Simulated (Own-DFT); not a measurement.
# One host, several defects: D0_22 TiAl3

The numbers are computed, not measured, by runs of the plane-wave DFT program Own-DFT (in-house, retired, unreviewed) at fixed positions, with no spin and no spin-orbit coupling.

All runs used: PBE; PseudoDojo norm-conserving scalar-relativistic files; cutoff 42 hartree; 4 x 4 x 4 k mesh centred on Gamma; cold (Marzari-Vanderbilt) smearing of 0.2 eV.

Known weak points: forces on such cells failed a check on a denser k mesh; stress not checked against mesh or cutoff.

All runs share one cell, with vectors in Å (-2.365, -6.981, 4.326); (-7.667, 3.491, 1.442); (-2.950, -3.488, -7.241) and a volume of 625.4 Å³. u is the rms random offset of the atoms per axis. The defect's site can differ from row to row.

| cell | formula | u (Å) | P (GPa) |
|---|---|---|---|
| no defect | Al30Ti10 | 0.0214 | 2.00 |
| no defect | Al30Ti10 | 0.0554 | 2.65 |
| no defect | Al30Ti10 | 0.0563 | 2.81 |
| two Al on a Ti site each | Al32Ti8 | 0.0308 | 2.90 |
| two Al on a Ti site each | Al32Ti8 | 0.0333 | ? |
| two Al on a Ti site each | Al32Ti8 | 0.0502 | 3.29 |
| two Al on a Ti site each | Al32Ti8 | 0.0514 | 3.42 |
| two Ti on an Al site each | Al28Ti12 | 0.0263 | 3.10 |
| two Ti on an Al site each | Al28Ti12 | 0.0296 | 3.13 |
| two Ti on an Al site each | Al28Ti12 | 0.0486 | 3.82 |
| two Al vacancies | Al28Ti10 | 0.0258 | 1.07 |
| two Al vacancies | Al28Ti10 | 0.0277 | 1.29 |
| two Al vacancies | Al28Ti10 | 0.0504 | 1.92 |

## Analysis

P = P0 + c u² + a shift for each defect gives P0 = 1.75 GPa, c = 332 ± 33 GPa/Å² and a scatter of 0.11 GPa. The shifts, and each times the cell's volume:

- two Ti on an Al site each: 1.17 ± 0.09 GPa, 4.6 eV (2.3 eV for each of its 2 sites)
- two Al on a Ti site each: 0.78 ± 0.09 GPa, 3.1 eV (1.5 eV for each of its 2 sites)
- two Al vacancies: -0.76 ± 0.09 GPa, -3.0 eV (-1.5 eV for each of its 2 sites)

Positive is outwards. The product with the volume (160.2 GPa Å³ to the eV) is nearly free of the cell's size; divided by the bulk modulus at the cell's pressure it gives the volume that the defect adds. The atoms around the defects weren't relaxed, which would change these numbers.

## Withheld run

The question: what pressure belongs in the blank (two Al on a Ti site each, u = 0.0333 Å)?

The fit gives 2.90 ± 0.13 GPa. Computed: 2.94 GPa.
